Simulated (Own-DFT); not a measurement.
# Stretching a layer in its plane: wurtzite AlN, 72 atoms (Al36N36)

No measurement is shown. These are fixed-geometry runs of a retired plane-wave code named Own-DFT, which no person has reviewed; spin and spin-orbit coupling are neglected.

Common settings: PBE; PseudoDojo norm-conserving scalar-relativistic files; cutoff 42 hartree; 4 x 4 x 3 k mesh centred on Gamma; Gaussian smearing of 0.01 eV.

Keep in mind: k mesh not checked against a denser one; stress not checked against mesh or cutoff.

Unstrained cell vectors in Å: (9.336, 0.000, 0.000); (-4.668, 8.085, 0.000); (0.000, 0.000, 9.964). The unstrained cell has measured lattice constants (interpolated for alloys), not those of this functional. That, the random moves and any unrelaxed bonds set the pressure at no strain. Each run strains x and y alike by e, as a substrate would, and holds the height along z. All atoms carry random offsets, Gaussian with a width of 0.05 Å per axis. Stress is positive in tension.

```
e (%)  u (Å)  (s_xx + s_yy)/2 (GPa)  s_zz (GPa)
-3.00  0.049                 -26.37       -8.69
-2.50  0.050                      ?           ?
-2.25  0.051                 -20.62       -9.39
-2.00  0.050                 -18.22      -10.67
-1.00  0.052                 -11.53       -8.07
-0.50  0.050                  -8.79       -6.57
 1.25  0.050                   1.59       -4.45
 1.75  0.048                   3.73       -2.48
 2.00  0.047                   4.60       -1.31
 2.25  0.051                   5.57       -0.72
```

## Worked fit

With e as a fraction, the in-plane stress is -5.4 + 582 e - 3910 e² GPa (errors 5 and 401, scatter 0.28), and s_zz is -5.5 + 174 e GPa (slope ± 21, scatter 1.21). At e = 0 the first slope is C11 + C12 and the second 2 C13, both with the ions held to the strained lattice and at the cell's own pressure. The term in e² is negative: the layer stiffens under compression and softens under tension. A free layer would change its height as e changes, and the in-plane slope would drop by 2 C13²/C33 to the biaxial modulus. At fixed height, a misfit of 1 % moves the in-plane stress by about 5.8 GPa and s_zz by 1.7 GPa.

## Prediction

Question: what are the two stresses at e = -2.50 %?

The fit gives -22.4 and -9.9 GPa. Computed: -22.80 and -8.12 GPa.
